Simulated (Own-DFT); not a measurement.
# A change of arrangement and its cost: Ga32P32, 64 atoms

Calculated results; nothing here was measured. The program, named Own-DFT, is a retired in-house plane-wave density functional code that no person has reviewed. Each row is one single-point run on a periodic cell that was not relaxed, without spin or spin-orbit coupling.

Settings of every run: PBE; PseudoDojo norm-conserving scalar-relativistic files; cutoff 42 hartree; 3 x 3 x 3 k mesh centred on Gamma; Fermi-Dirac smearing of 0.1 eV.

Known limits, some of them of some rows only: not probed for a lower state with spin; forces on such cells failed a check on a denser k mesh; forces on such cells passed a denser k mesh, each cell not checked; stress not checked against mesh or cutoff.

All cells hold the same atoms in the same cell, with vectors in Å (10.901, 0.000, 0.000); (0.000, 10.901, 0.000); (0.000, 0.000, 10.901). Every atom was moved at random from its ideal site; u is the rms move along one axis. The defect's site can differ from row to row. E is the free energy of the cell above the lowest run. The arrangements:

- A: zincblende GaP
- B: zincblende GaP, with one Ga on a P site and one P on a Ga site, 2.4 Å apart

```
arrangement   u (Å)  E (eV)  P (GPa)
          A  0.0184   0.000     2.70
          A  0.0195   0.127     2.74
          A  0.0215   0.106     2.73
          A  0.0460   2.112     3.17
          A  0.0512   2.280     3.16
          A  0.0526   2.821     3.37
          B  0.0301   3.843     3.04
          B  0.0303   3.661     2.96
          B  0.0305   3.807     3.00
          B  0.0472   5.535     3.45
          B  0.0499   5.453     3.36
          B  0.0504   5.582     3.50
```

Question: once the cost of the random moves is taken out, how do the arrangements rank?

## Worked answer

Fit E = a + b u², with one b for all and one a for each arrangement, and with residuals divided by u², since the noise grows with the moves. Then b = 1121 eV/Å², the scatter at u = 0.04 Å is 0.17 eV, and against A:

- B: 3.11 ± 0.07 eV (higher)

These are energies of unrelaxed cells. Relaxing the atoms lowers the strained arrangements most, so the gaps would shrink and small ones could change sign.
